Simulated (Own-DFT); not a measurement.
# Response to strain: wurtzite GaN, 96 atoms (Ga48N48)

Calculated results; nothing here was measured. They come from Own-DFT, an in-house plane-wave density functional program, since retired, whose code no person has reviewed. Each row is one single-point run on a periodic cell that was not relaxed, without spin or spin-orbit coupling.

Settings of every run: PBE; PseudoDojo norm-conserving scalar-relativistic files (stringent for Ga); cutoff 96 hartree; 3 x 4 x 3 k mesh centred on Gamma; Gaussian smearing of 0.01 eV.

Known limits: forces on such cells passed a denser k mesh, each cell not checked; stress not checked against mesh or cutoff.

Unstrained cell vectors in Å: (12.756, 0.000, 0.000); (-4.784, 8.285, 0.000); (0.000, 0.000, 10.370). The unstrained cell has measured lattice constants (interpolated for alloys), not those of this functional. That, the random moves and any unrelaxed bonds set the pressure at no strain. Each run strains this cell uniformly, with the atoms carried along. Every atom was also moved at random, by a Gaussian of width 0.05 Å on each axis. Strain is the symmetric tensor, in per cent. Stress is positive in tension, and the pressure is minus a third of its trace.

| run | e_xx (%) | e_yy (%) | e_zz (%) | s_xx (GPa) | s_yy (GPa) | s_zz (GPa) | P (GPa) | E (meV/atom) |
|---|---|---|---|---|---|---|---|---|
| 1 | 0.00 | 0.00 | 1.00 | -5.05 | -7.01 | -2.74 | 4.93 | 0.9 |
| 2 | 0.00 | 0.00 | 1.25 | -5.93 | -5.40 | -2.47 | 4.60 | 7.2 |
| 3 | 0.00 | 0.00 | -2.00 | -8.82 | -7.99 | -16.27 | 11.03 | 20.0 |
| 4 | 0.00 | 0.00 | 2.50 | -4.18 | -4.53 | 2.22 | 2.16 | 6.1 |
| 5 | 0.00 | 0.00 | 0.25 | -6.38 | -7.01 | -5.93 | 6.44 | 12.1 |
| 6 | 0.00 | 0.00 | -1.00 | -8.59 | -6.69 | -12.21 | 9.16 | 19.2 |
| 7 | 0.00 | 0.00 | 0.50 | -8.21 | -6.85 | -4.59 | 6.55 | 24.3 |
| 8 | 0.00 | 0.00 | 3.00 | -5.16 | -3.27 | 4.22 | 1.40 | 0.0 |
| 9 | 0.00 | 0.00 | -0.75 | ? | ? | ? | ? | ? |

E is the free energy for each atom above the lowest run shown.

## Worked fit

The change of volume is close to e_xx + e_yy + e_zz. A straight line through the runs shown gives P = 7.13 - 196 x (fractional change of volume) GPa, with an error of 5 on the slope and a scatter of 0.22 GPa. The strain isn't the same on all axes and the cell isn't cubic, so the slope belongs to this path and is not the bulk modulus.

## Withheld run

Question: what pressure should run 9 give? Its volume changes by -0.75 %.

The line gives 8.6 GPa. The calculation gave 8.90 GPa.
